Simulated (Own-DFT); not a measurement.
Simulation results for WC (WC crystal, atoms displaced)

A calculation, not a measurement: plane-wave density functional theory by an unreviewed code, no spin, of a simulated periodic cell, stress positive in tension, run twice, with PBE and with PBEsol, both on files made for PBE, so the change isn't that of files made for PBEsol, forces on such cells moved up to 12 meV/angstrom on a denser k mesh; the far tail of each file's local potential was reset to the Coulomb form; each entry is a single point on an unrelaxed cell, so the pressure reflects the starting lattice, taken from the Materials Project, from which strain is counted, and rises with the displacements; printed positions are rounded, which can move forces by about a meV/angstrom; the program, named Own-DFT, is a retired in-house code; no spin-orbit coupling; stress was not checked against mesh or cutoff. Program: Own-DFT development build.

Common to all runs: functional PBE, then PBEsol; potential files PseudoDojo norm-conserving, scalar-relativistic, standard set; wave cutoff 50 hartree; occupations cold (Marzari-Vanderbilt); smearing width 0.2 eV; k mesh 4 x 4 x 4 centred on Gamma.

(1) 
```cif
# cell vector a (Å): 5.8332 -5.0517 -2.8394
# cell vector b (Å): 0.0000 -5.0517 8.5183
# cell vector c (Å): -5.8332 -5.0517 -2.8394
data_WC
_symmetry_space_group_name_H-M 'P 1'
_symmetry_Int_Tables_number 1
_cell_length_a 8.2224
_cell_length_b 9.9036
_cell_length_c 8.2224
_cell_angle_alpha 89.062
_cell_angle_beta 90.377
_cell_angle_gamma 89.062
_cell_volume 669.37
loop_
_atom_site_label
_atom_site_type_symbol
_atom_site_fract_x
_atom_site_fract_y
_atom_site_fract_z
_atom_site_occupancy
W1 W 0.71350 0.86638 0.93403 1
C1 C 0.69652 0.95741 0.71169 1
W2 W 0.37705 0.75497 0.86897 1
C2 C 0.38870 0.82958 0.62438 1
W3 W 0.18781 0.37170 0.92927 1
C3 C 0.19587 0.47183 0.68692 1
W4 W 0.07819 0.61041 0.81626 1
C4 C 0.04906 0.69682 0.57277 1
W5 W 0.94256 0.86297 0.68860 1
C5 C 0.93678 0.95670 0.43088 1
W6 W 0.87542 0.25332 0.87261 1
C6 C 0.86303 0.33365 0.62025 1
W7 W 0.75628 0.48480 0.77531 1
C7 C 0.76270 0.58935 0.49959 1
W8 W 0.61507 0.76029 0.62251 1
C8 C 0.63089 0.83203 0.36354 1
W9 W 0.53494 0.10604 0.77349 1
C9 C 0.56303 0.20903 0.58040 1
W10 W 0.42744 0.37741 0.68891 1
C10 C 0.43664 0.45474 0.42865 1
W11 W 0.29435 0.60396 0.56172 1
C11 C 0.30601 0.71023 0.29712 1
W12 W 0.17428 0.87463 0.44048 1
C12 C 0.18162 0.94523 0.19175 1
W13 W 0.24438 0.99650 0.74439 1
C13 C 0.24488 0.08318 0.51544 1
W14 W 0.12002 0.26122 0.64050 1
C14 C 0.12801 0.33067 0.39442 1
W15 W 0.98855 0.49398 0.52306 1
C15 C 0.99779 0.58043 0.24229 1
W16 W 0.89209 0.73536 0.37663 1
C16 C 0.88475 0.84133 0.12738 1
W17 W 0.82452 0.11725 0.54771 1
C17 C 0.81308 0.21322 0.30082 1
W18 W 0.67102 0.37437 0.42081 1
C18 C 0.69797 0.44626 0.18700 1
W19 W 0.54302 0.62044 0.29737 1
C19 C 0.55399 0.72642 0.07501 1
W20 W 0.43144 0.86247 0.17502 1
C20 C 0.42697 0.96959 0.93798 1
W21 W 0.50938 0.00175 0.50382 1
C21 C 0.49041 0.09309 0.25121 1
W22 W 0.35547 0.23598 0.35797 1
C22 C 0.39278 0.34070 0.12580 1
W23 W 0.25670 0.50578 0.29008 1
C23 C 0.25009 0.56790 0.00722 1
W24 W 0.12031 0.73687 0.13817 1
C24 C 0.13334 0.83439 0.86611 1
W25 W 0.05758 0.11707 0.30916 1
C25 C 0.05807 0.20574 0.08135 1
W26 W 0.95847 0.36834 0.18013 1
C26 C 0.93711 0.47306 0.93610 1
W27 W 0.81194 0.64613 0.06659 1
C27 C 0.82356 0.71913 0.82205 1
W28 W 0.78124 0.99507 0.27197 1
C28 C 0.75421 0.09068 0.00892 1
W29 W 0.63031 0.22415 0.11969 1
C29 C 0.62949 0.32029 0.85502 1
W30 W 0.49650 0.51824 0.01068 1
C30 C 0.50652 0.57608 0.75886 1
W31 W 0.30772 0.12409 0.07661 1
C31 C 0.29548 0.21049 0.80940 1
W32 W 0.02067 0.00417 0.00885 1
C32 C 0.00084 0.10069 0.74773 1
_calc_PBE_pressure 19.11  # GPa
_calc_PBE_stress_xx -19.63  # GPa
_calc_PBE_stress_yy -16.84  # GPa
_calc_PBE_stress_zz -20.87  # GPa
_calc_PBE_stress_yz -1.92  # GPa
_calc_PBE_stress_xz 0.48  # GPa
_calc_PBE_stress_xy -1.47  # GPa
_calc_PBEsol_pressure 11  # GPa
_calc_PBEsol_stress_xx -11.61  # GPa
_calc_PBEsol_stress_yy -8.91  # GPa
_calc_PBEsol_stress_zz -12.48  # GPa
_calc_PBEsol_stress_yz -1.91  # GPa
_calc_PBEsol_stress_xz 0.47  # GPa
_calc_PBEsol_stress_xy -1.47  # GPa
_calc_rms_change_of_force_components_from_PBE_to_PBEsol 0.047  # eV/angstrom
```

Force:
```tsv
force element	PBE force x (eV/Å)	PBE force y (eV/Å)	PBE force z (eV/Å)	PBEsol force x (eV/Å)	PBEsol force y (eV/Å)	PBEsol force z (eV/Å)
W	-5.683	-1.495	6.135	-5.607	-1.465	6.025
C	3.589	2.567	0.707	3.557	2.571	0.688
W	-0.787	0.315	-1.583	-0.786	0.31	-1.572
C	-1.806	1.954	2.185	-1.795	1.896	2.171
W	-2.276	-3.012	-1.851	-2.234	-2.936	-1.789
C	-3.427	2.833	-5.236	-3.406	2.807	-5.189
W	-3.333	-1.991	6.15	-3.275	-1.94	6.077
C	1.647	-1.297	0.032	1.623	-1.271	0.029
W	-0.204	-1.679	2.658	-0.195	-1.66	2.615
C	-0.366	-3.241	-4.326	-0.34	-3.215	-4.279
W	-1.059	0.338	-2.664	-1.033	0.311	-2.617
C	-0.332	0.02	-1.234	-0.333	-0.008	-1.232
W	1.383	2.695	7.519	1.394	2.669	7.401
C	-2.674	2.143	-0.251	-2.616	2.104	-0.251
W	2.853	-0.166	-5.658	2.809	-0.202	-5.571
C	-0.993	-0.366	-0.514	-0.985	-0.372	-0.512
W	-4.428	-11.08	-1.787	-4.367	-10.94	-1.769
C	4.226	2.845	3.484	4.176	2.822	3.448
W	2.344	-1.333	-3.148	2.298	-1.297	-3.105
C	-0.825	-1.985	-2.925	-0.815	-1.96	-2.886
W	3.994	-8.174	6.027	3.944	-8.02	5.924
C	-1.784	-2.239	-0.898	-1.745	-2.192	-0.888
W	2.826	-1.872	-3.201	2.773	-1.811	-3.145
C	0.42	-1.244	0.412	0.401	-1.224	0.413
W	-0.981	-0.661	0.583	-0.952	-0.679	0.572
C	1.573	1.531	0.605	1.552	1.517	0.596
W	2.418	4.083	-1.793	2.372	4.034	-1.776
C	0.171	1.552	1.618	0.172	1.526	1.598
W	3.374	2.268	1.725	3.364	2.187	1.699
C	-0.978	-0.428	-1.394	-0.962	-0.439	-1.354
W	-3.445	1.136	3.956	-3.368	1.088	3.934
C	0.151	-0.51	-1.04	0.152	-0.51	-1.038
W	-5.168	-2.67	1.84	-5.108	-2.627	1.815
C	-0.653	-0.705	-1.078	-0.626	-0.685	-1.074
W	0.229	-3.578	-3.026	0.232	-3.539	-3.006
C	0.213	0.364	1.693	0.184	0.352	1.669
W	0.965	-6.384	-2.446	0.958	-6.239	-2.401
C	4.628	2.863	-2.948	4.57	2.849	-2.94
W	-3.214	-5.479	4.988	-3.207	-5.387	4.916
C	-0.002	1.165	-2.249	-0.022	1.192	-2.214
W	1.019	4.498	0.847	0.946	4.393	0.819
C	0.689	0.949	-3.955	0.667	0.945	-3.881
W	-1.418	-6.978	0.5	-1.394	-6.891	0.51
C	-0.953	1.87	-0.018	-0.958	1.847	-0.023
W	3.315	11.17	2.119	3.275	11.01	2.12
C	-0.073	-1.157	1.981	-0.058	-1.138	1.956
W	4.034	0.519	3.268	3.953	0.485	3.231
C	-1.275	0.207	-1.179	-1.243	0.205	-1.155
W	0.109	-4.343	-0.135	0.118	-4.252	-0.139
C	3.53	1.196	0.515	3.484	1.187	0.495
W	-5.035	-0.521	3.249	-4.992	-0.496	3.193
C	-0.716	-0.581	-3.542	-0.687	-0.571	-3.51
W	0.227	2.902	-6.709	0.256	2.858	-6.618
C	1.16	2.408	-2.231	1.142	2.352	-2.197
W	-0.801	10.21	5.725	-0.758	10.06	5.673
C	3.038	1.563	-3.419	3.026	1.511	-3.388
W	-1.364	-2.545	6.535	-1.388	-2.565	6.463
C	-2.295	-0.15	-0.29	-2.231	-0.142	-0.282
W	2.056	3.068	-4.595	2.018	3.024	-4.517
C	0.082	-0.267	1.516	0.047	-0.264	1.493
W	3.394	1.753	1.257	3.331	1.734	1.229
C	0.724	-1.276	-1.401	0.717	-1.246	-1.367
W	-1.412	5.395	1.133	-1.427	5.318	1.106
C	-0.62	1.037	-2.242	-0.598	1.01	-2.192
```

(2) 
```cif
# cell vector a (Å): 5.8332 -5.0517 -2.8394
# cell vector b (Å): 0.0000 -5.0517 8.5183
# cell vector c (Å): -5.8332 -5.0517 -2.8394
data_WC
_symmetry_space_group_name_H-M 'P 1'
_symmetry_Int_Tables_number 1
_cell_length_a 8.2224
_cell_length_b 9.9036
_cell_length_c 8.2224
_cell_angle_alpha 89.062
_cell_angle_beta 90.377
_cell_angle_gamma 89.062
_cell_volume 669.37
loop_
_atom_site_label
_atom_site_type_symbol
_atom_site_fract_x
_atom_site_fract_y
_atom_site_fract_z
_atom_site_occupancy
W1 W 0.72014 0.87995 0.93717 1
C1 C 0.67489 0.95657 0.69010 1
W2 W 0.39420 0.75691 0.87508 1
C2 C 0.37642 0.83786 0.64311 1
W3 W 0.18513 0.37457 0.94310 1
C3 C 0.18270 0.45946 0.69389 1
W4 W 0.05126 0.60487 0.80978 1
C4 C 0.07493 0.71207 0.59364 1
W5 W 0.94395 0.87259 0.70214 1
C5 C 0.93681 0.96967 0.42648 1
W6 W 0.87361 0.24487 0.86910 1
C6 C 0.88097 0.31382 0.63224 1
W7 W 0.73060 0.50287 0.74675 1
C7 C 0.73030 0.59322 0.48684 1
W8 W 0.63546 0.74107 0.63721 1
C8 C 0.59869 0.83392 0.36379 1
W9 W 0.55714 0.12833 0.79583 1
C9 C 0.55443 0.19595 0.55709 1
W10 W 0.44348 0.38705 0.69391 1
C10 C 0.44077 0.46562 0.43336 1
W11 W 0.32087 0.63071 0.58014 1
C11 C 0.32027 0.71560 0.29644 1
W12 W 0.20360 0.85904 0.43254 1
C12 C 0.16976 0.96341 0.19510 1
W13 W 0.27514 0.01161 0.73249 1
C13 C 0.25699 0.08816 0.50471 1
W14 W 0.11866 0.25898 0.60777 1
C14 C 0.11800 0.33130 0.38175 1
W15 W 0.01002 0.50594 0.48792 1
C15 C 0.01570 0.59265 0.25621 1
W16 W 0.87606 0.74920 0.37694 1
C16 C 0.86738 0.82468 0.10751 1
W17 W 0.81478 0.13774 0.56218 1
C17 C 0.80587 0.19701 0.32552 1
W18 W 0.69837 0.37727 0.42328 1
C18 C 0.68089 0.48549 0.19457 1
W19 W 0.56377 0.62508 0.30960 1
C19 C 0.57373 0.71536 0.05471 1
W20 W 0.42692 0.87810 0.20793 1
C20 C 0.45212 0.97488 0.95367 1
W21 W 0.48703 0.01124 0.50932 1
C21 C 0.48797 0.08295 0.25334 1
W22 W 0.35410 0.26596 0.36858 1
C22 C 0.38051 0.33688 0.10323 1
W23 W 0.24609 0.50480 0.26277 1
C23 C 0.24656 0.58194 0.98526 1
W24 W 0.12240 0.75814 0.13560 1
C24 C 0.13164 0.81594 0.87509 1
W25 W 0.05635 0.11653 0.32464 1
C25 C 0.06109 0.19664 0.05591 1
W26 W 0.94140 0.36231 0.19238 1
C26 C 0.92531 0.46541 0.94583 1
W27 W 0.80417 0.62808 0.05489 1
C27 C 0.83226 0.71315 0.80803 1
W28 W 0.77014 0.01132 0.25138 1
C28 C 0.74987 0.06710 0.00676 1
W29 W 0.59921 0.26044 0.13634 1
C29 C 0.60294 0.32504 0.88644 1
W30 W 0.49293 0.48116 0.98440 1
C30 C 0.50101 0.58732 0.75444 1
W31 W 0.30410 0.12045 0.05175 1
C31 C 0.30155 0.19325 0.81854 1
W32 W 0.00336 0.98970 0.00110 1
C32 C 0.99527 0.07717 0.76626 1
_calc_PBE_pressure 17.81  # GPa
_calc_PBE_stress_xx -17.17  # GPa
_calc_PBE_stress_yy -16.77  # GPa
_calc_PBE_stress_zz -19.5  # GPa
_calc_PBE_stress_yz 0.58  # GPa
_calc_PBE_stress_xz -0.22  # GPa
_calc_PBE_stress_xy -0.91  # GPa
_calc_PBEsol_pressure 9.71  # GPa
_calc_PBEsol_stress_xx -9.22  # GPa
_calc_PBEsol_stress_yy -8.8  # GPa
_calc_PBEsol_stress_zz -11.1  # GPa
_calc_PBEsol_stress_yz 0.58  # GPa
_calc_PBEsol_stress_xz -0.22  # GPa
_calc_PBEsol_stress_xy -0.89  # GPa
_calc_rms_change_of_force_components_from_PBE_to_PBEsol 0.046  # eV/angstrom
```

Force:
```tsv
force element	PBE force x (eV/Å)	PBE force y (eV/Å)	PBE force z (eV/Å)	PBEsol force x (eV/Å)	PBEsol force y (eV/Å)	PBEsol force z (eV/Å)
W	-5.133	7.524	3.205	-5.051	7.454	3.148
C	1.977	-0.907	-0.165	1.932	-0.906	-0.164
W	-4.091	0.639	-0.229	-4	0.676	-0.238
C	2.664	1.148	-1.118	2.629	1.136	-1.111
W	0.092	2.192	0.06	0.118	2.155	0.069
C	1.679	0.647	-0.85	1.661	0.634	-0.836
W	0.743	-5.054	3.031	0.754	-5.013	3.024
C	2.424	2.876	1.184	2.4	2.837	1.164
W	3.207	1.031	2.518	3.115	1.019	2.444
C	-2.25	-0.249	-4.517	-2.198	-0.233	-4.439
W	-2.876	-1.871	-0.478	-2.807	-1.838	-0.481
C	-0.348	-1.572	5.53	-0.331	-1.542	5.444
W	3.468	-1.888	-4.028	3.383	-1.877	-3.934
C	1.227	-2.222	-3.517	1.208	-2.192	-3.47
W	0.75	0.751	6.03	0.714	0.756	5.917
C	1.011	-4.866	-2.214	0.993	-4.79	-2.192
W	-2.247	-3.941	-2.904	-2.236	-3.852	-2.872
C	0.707	-2.669	3.93	0.691	-2.639	3.87
W	0.68	5.695	-1.372	0.648	5.566	-1.343
C	-0.776	-0.289	-0.675	-0.767	-0.283	-0.66
W	0.816	2.784	0.762	0.793	2.744	0.749
C	-2.298	0.779	-3.115	-2.289	0.761	-3.063
W	-5.516	-1.786	4.237	-5.412	-1.771	4.201
C	1.524	-0.657	-1.742	1.492	-0.641	-1.732
W	-8.42	3.195	-3.011	-8.269	3.122	-2.982
C	-0.172	2.257	2.236	-0.165	2.213	2.214
W	-2.628	-3.957	-5.803	-2.587	-3.883	-5.734
C	1.5	1.09	2.295	1.478	1.065	2.28
W	-4.044	-0.411	-0.466	-3.963	-0.404	-0.491
C	-1.259	1.893	0.692	-1.253	1.837	0.684
W	-0.103	-0.439	1.639	-0.074	-0.418	1.598
C	-0.851	-5.248	-2.465	-0.815	-5.201	-2.441
W	-2.176	3.732	-6.114	-2.124	3.691	-6.025
C	1.816	-0.996	3.743	1.798	-1.012	3.693
W	-3.743	-0.396	0.262	-3.692	-0.376	0.272
C	2.614	3.023	-4.411	2.574	2.985	-4.364
W	-1.848	-0.012	3.752	-1.833	-0.038	3.709
C	-1.234	0.571	0.161	-1.206	0.554	0.159
W	6.611	1.717	3.25	6.504	1.71	3.202
C	0.921	2.656	-1.59	0.922	2.631	-1.554
W	5.752	2.221	-3.876	5.625	2.2	-3.826
C	0.222	-0.991	1.347	0.211	-0.974	1.336
W	2.667	-2	-5.722	2.633	-1.98	-5.659
C	-5.164	1.452	-0.954	-5.091	1.447	-0.951
W	3.461	1.247	1.452	3.391	1.237	1.417
C	-0.82	-1.535	-0.702	-0.802	-1.498	-0.7
W	2.788	3.021	-1.904	2.727	2.952	-1.891
C	-0.338	-1.326	1.03	-0.352	-1.287	1.013
W	4.138	-1.797	2.779	4.068	-1.771	2.782
C	-1.029	-0.579	1.468	-1.01	-0.562	1.456
W	0.187	0.447	3.758	0.172	0.416	3.703
C	0.308	1.669	-2.479	0.316	1.647	-2.448
W	0.258	-1.679	-2.461	0.265	-1.678	-2.406
C	-2.392	2.07	-1.031	-2.372	2.041	-1.016
W	-3.939	7.212	-1.132	-3.867	7.125	-1.121
C	1.134	-2.272	3.649	1.147	-2.254	3.582
W	4.375	-0.855	-5.44	4.313	-0.83	-5.34
C	3.698	-0.165	-0.81	3.636	-0.147	-0.776
W	-2.383	-6.957	6.431	-2.332	-6.847	6.34
C	-0.383	0.217	0.216	-0.367	0.224	0.21
W	-1.53	-3.571	-0.968	-1.493	-3.547	-0.944
C	1.646	-2.212	4.306	1.63	-2.196	4.239
W	0.507	-1.07	2.05	0.455	-1.03	2.03
C	2.417	0.685	1.26	2.362	0.675	1.251
```

(3) 
```cif
# cell vector a (Å): 5.8332 -5.0517 -2.8394
# cell vector b (Å): 0.0000 -5.0517 8.5183
# cell vector c (Å): -5.8332 -5.0517 -2.8394
data_WC
_symmetry_space_group_name_H-M 'P 1'
_symmetry_Int_Tables_number 1
_cell_length_a 8.2224
_cell_length_b 9.9036
_cell_length_c 8.2224
_cell_angle_alpha 89.062
_cell_angle_beta 90.377
_cell_angle_gamma 89.062
_cell_volume 669.37
loop_
_atom_site_label
_atom_site_type_symbol
_atom_site_fract_x
_atom_site_fract_y
_atom_site_fract_z
_atom_site_occupancy
W1 W 0.69545 0.86364 0.94981 1
C1 C 0.68579 0.96747 0.66671 1
W2 W 0.35737 0.73959 0.86061 1
C2 C 0.38693 0.83240 0.65388 1
W3 W 0.18949 0.37840 0.95231 1
C3 C 0.18691 0.46667 0.69678 1
W4 W 0.06301 0.62058 0.80706 1
C4 C 0.06177 0.71304 0.56657 1
W5 W 0.93569 0.87278 0.69325 1
C5 C 0.94280 0.95049 0.42953 1
W6 W 0.87190 0.26193 0.89380 1
C6 C 0.88317 0.33650 0.60619 1
W7 W 0.76159 0.49439 0.74565 1
C7 C 0.72700 0.58152 0.49089 1
W8 W 0.63100 0.74033 0.62665 1
C8 C 0.61632 0.82943 0.35728 1
W9 W 0.56554 0.13284 0.82954 1
C9 C 0.57270 0.19178 0.55694 1
W10 W 0.41935 0.38451 0.68405 1
C10 C 0.45475 0.44943 0.42948 1
W11 W 0.29907 0.62189 0.55186 1
C11 C 0.31019 0.69894 0.32254 1
W12 W 0.19984 0.86667 0.42586 1
C12 C 0.18578 0.95080 0.18367 1
W13 W 0.25138 0.99162 0.75277 1
C13 C 0.22471 0.07746 0.51786 1
W14 W 0.11762 0.24279 0.62136 1
C14 C 0.13976 0.35144 0.38189 1
W15 W 0.99352 0.48528 0.50139 1
C15 C 0.98327 0.59340 0.24352 1
W16 W 0.88409 0.75358 0.39069 1
C16 C 0.90140 0.82974 0.14049 1
W17 W 0.81290 0.13398 0.56753 1
C17 C 0.83023 0.22155 0.32308 1
W18 W 0.67975 0.36759 0.43558 1
C18 C 0.69414 0.45776 0.17979 1
W19 W 0.59593 0.62741 0.29320 1
C19 C 0.53778 0.70683 0.05561 1
W20 W 0.44764 0.87580 0.19080 1
C20 C 0.45678 0.95455 0.92396 1
W21 W 0.49185 0.00421 0.49252 1
C21 C 0.51594 0.08400 0.27178 1
W22 W 0.36117 0.25262 0.37737 1
C22 C 0.37956 0.33409 0.12789 1
W23 W 0.27270 0.48402 0.25417 1
C23 C 0.24909 0.58046 0.00961 1
W24 W 0.13195 0.75239 0.14275 1
C24 C 0.09534 0.81176 0.86733 1
W25 W 0.06494 0.12468 0.31324 1
C25 C 0.07089 0.19779 0.06780 1
W26 W 0.92398 0.37104 0.20852 1
C26 C 0.92518 0.45723 0.92582 1
W27 W 0.80860 0.63271 0.06515 1
C27 C 0.82804 0.72356 0.82189 1
W28 W 0.74529 0.01274 0.24963 1
C28 C 0.77572 0.07602 0.01243 1
W29 W 0.62744 0.24555 0.11800 1
C29 C 0.62512 0.34236 0.86935 1
W30 W 0.50211 0.48816 0.97955 1
C30 C 0.49624 0.58633 0.75016 1
W31 W 0.33156 0.12156 0.06063 1
C31 C 0.31832 0.20894 0.81424 1
W32 W 0.01254 0.99732 0.99717 1
C32 C 0.99237 0.09031 0.71638 1
_calc_PBE_pressure 14.49  # GPa
_calc_PBE_stress_xx -14.34  # GPa
_calc_PBE_stress_yy -11.68  # GPa
_calc_PBE_stress_zz -17.45  # GPa
_calc_PBE_stress_yz 0.09  # GPa
_calc_PBE_stress_xz -0.45  # GPa
_calc_PBE_stress_xy 0.19  # GPa
_calc_PBEsol_pressure 6.4  # GPa
_calc_PBEsol_stress_xx -6.38  # GPa
_calc_PBEsol_stress_yy -3.75  # GPa
_calc_PBEsol_stress_zz -9.07  # GPa
_calc_PBEsol_stress_yz 0.09  # GPa
_calc_PBEsol_stress_xz -0.44  # GPa
_calc_PBEsol_stress_xy 0.18  # GPa
_calc_rms_change_of_force_components_from_PBE_to_PBEsol 0.037  # eV/angstrom
```

Force:
```tsv
force element	PBE force x (eV/Å)	PBE force y (eV/Å)	PBE force z (eV/Å)	PBEsol force x (eV/Å)	PBEsol force y (eV/Å)	PBEsol force z (eV/Å)
W	0.53	-0.445	4.859	0.535	-0.45	4.784
C	-1.622	-0.691	-2.093	-1.601	-0.679	-2.056
W	-1.61	-5.287	-2.039	-1.569	-5.226	-2.032
C	3.619	3.66	2.44	3.566	3.616	2.416
W	0.653	3.11	-0.35	0.682	3.055	-0.341
C	0.496	1.918	-1.285	0.501	1.883	-1.262
W	-2.229	0.602	-0.969	-2.196	0.592	-0.939
C	0.317	0.474	-0.887	0.315	0.454	-0.871
W	1.853	1.029	3.555	1.83	1.025	3.484
C	-0.658	-1.442	1.873	-0.632	-1.426	1.851
W	3.452	2.735	-3.391	3.385	2.706	-3.331
C	-3.566	0.356	-1.5	-3.515	0.362	-1.478
W	-1.63	1.527	3.375	-1.616	1.507	3.315
C	0.978	-3.286	-2.786	0.966	-3.25	-2.756
W	-0.847	-0.409	3.131	-0.835	-0.398	3.086
C	-0.238	-4.125	-1.051	-0.226	-4.07	-1.032
W	4.155	3.562	-0.746	4.072	3.514	-0.73
C	-2.621	-0.736	3.552	-2.573	-0.714	3.504
W	2.527	-0.437	-4.072	2.482	-0.453	-4.018
C	-2.149	0.375	1.777	-2.135	0.394	1.743
W	0.197	-3.73	-2.068	0.154	-3.704	-2.065
C	2.537	0.246	0.364	2.489	0.247	0.379
W	-4.342	-2.155	1.656	-4.296	-2.086	1.637
C	0.707	-2.273	0.967	0.675	-2.239	0.948
W	-0.588	-0.535	1.637	-0.568	-0.519	1.622
C	4.048	-0.096	-0.392	3.989	-0.091	-0.383
W	0.451	-4.032	1.038	0.472	-3.948	1.049
C	-1.671	3.186	-2.241	-1.666	3.144	-2.227
W	1.984	-3.453	5.316	1.959	-3.411	5.223
C	-0.22	-1.249	-2.508	-0.242	-1.232	-2.447
W	0.924	3.969	0.864	0.936	3.946	0.856
C	-1.536	1.775	2.608	-1.508	1.755	2.564
W	1.359	3.619	-1.628	1.377	3.582	-1.592
C	-1.828	3.309	-2.603	-1.817	3.266	-2.573
W	0.621	-1.664	0.649	0.664	-1.678	0.636
C	-0.693	0.993	-0.581	-0.683	0.967	-0.58
W	-7.099	4.147	1.218	-7.008	4.097	1.205
C	2.192	-1.016	-0.653	2.178	-1.026	-0.645
W	-0.034	3.376	0.985	-0.048	3.317	0.956
C	-2.278	-0.213	-0.061	-2.252	-0.216	-0.05
W	-1.984	-1.879	-4.49	-1.938	-1.857	-4.441
C	1.049	3.051	3.398	1.048	3.016	3.357
W	2.324	-1.721	-4.623	2.313	-1.72	-4.533
C	1.278	1.015	-1.297	1.261	1.006	-1.281
W	-1.327	-0.29	7.794	-1.317	-0.281	7.68
C	0.203	0.768	-0.022	0.223	0.771	-0.032
W	2.539	4.548	-1.738	2.488	4.49	-1.692
C	1.479	-6.252	0.755	1.466	-6.167	0.756
W	0.042	0.544	-1.341	0.012	0.535	-1.318
C	0.228	-0.692	1.766	0.22	-0.68	1.743
W	7.257	-1.408	3.069	7.156	-1.378	3.022
C	-0.167	-3.772	-0.431	-0.158	-3.708	-0.424
W	2.537	0.744	-2.615	2.473	0.72	-2.579
C	-1.21	3.576	-1.806	-1.191	3.513	-1.782
W	1.643	-1.298	-5.553	1.621	-1.277	-5.477
C	-0.725	1.598	2.223	-0.738	1.56	2.205
W	-1.3	-2.445	0.465	-1.249	-2.4	0.456
C	0.879	1.257	-1.734	0.862	1.227	-1.726
W	-4.126	-4.54	2.299	-4.103	-4.48	2.274
C	1.065	1.176	-0.248	1.042	1.177	-0.243
W	-2.91	1.463	0.803	-2.859	1.439	0.813
C	-0.647	0.551	0.132	-0.642	0.529	0.121
W	-1.301	0.506	-0.162	-1.324	0.501	-0.19
C	-2.968	-3.194	-4.605	-2.905	-3.147	-4.557
```
